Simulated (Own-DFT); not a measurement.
# What a defect does to the pressure of its cell: zincblende InP

The numbers are computed, not measured, by runs of the plane-wave DFT program Own-DFT (in-house, retired, unreviewed) at fixed positions, with no spin and no spin-orbit coupling.

Common settings: PBE; PseudoDojo norm-conserving scalar-relativistic files; cutoff 36 hartree; 2 x 3 x 3 k mesh centred on Gamma; Fermi-Dirac smearing of 0.1 eV.

Keep in mind (not all hold for every row): not probed for a lower state with spin; forces on such cells failed a check on a denser k mesh; forces not confirmed at this smearing and k mesh; stress not checked against mesh or cutoff.

All runs share one cell, with vectors in Å (17.606, 0.000, 0.000); (0.000, 11.737, 0.000); (0.000, 0.000, 11.737) and a volume of 2425.5 Å³. u is the rms random offset of the atoms per axis. The defect's site can differ from row to row.

| cell | formula | u (Å) | P (GPa) |
|---|---|---|---|
| no defect | In48P48 | 0.0207 | 3.21 |
| no defect | In48P48 | 0.0485 | 3.54 |
| no defect | In48P48 | 0.0504 | 3.52 |
| two P on an In site each | In46P50 | 0.0285 | 3.01 |
| two P on an In site each | In46P50 | 0.0307 | 3.02 |
| two P on an In site each | In46P50 | 0.0515 | 3.31 |
| two P vacancies | In48P46 | 0.0494 | 3.30 |
| two P vacancies | In48P46 | 0.0502 | ? |
| two P vacancies | In48P46 | 0.0517 | 3.35 |
| two P vacancies | In48P46 | 0.0519 | 3.39 |
| one In on a P site and one P on an In site | In48P48 | 0.0281 | 3.52 |
| one In on a P site and one P on an In site | In48P48 | 0.0320 | 3.61 |
| one In on a P site and one P on an In site | In48P48 | 0.0492 | 3.77 |

## Analysis

P = P0 + c u² + a shift for each defect gives P0 = 3.15 GPa, c = 157 ± 10 GPa/Å² and a scatter of 0.03 GPa. The shifts, and each times the cell's volume:

- one In on a P site and one P on an In site: 0.27 ± 0.02 GPa, 4.1 eV
- two P vacancies: -0.21 ± 0.02 GPa, -3.2 eV (-1.6 eV for each of its 2 sites)
- two P on an In site each: -0.27 ± 0.02 GPa, -4.0 eV (-2.0 eV for each of its 2 sites)

A positive shift means that the defect pushes the cell outwards. Shift times volume (160.2 GPa Å³ is 1 eV) depends little on the cell's size, so, taken for each site, it can be compared between cells at like pressure. The atoms around the defects weren't relaxed, which would change these numbers.

## Test on the hidden row

Question: what pressure belongs in the blank (two P vacancies, u = 0.0502 Å)?

Estimate: 3.33 ± 0.03 GPa. Computed: 3.41 GPa.
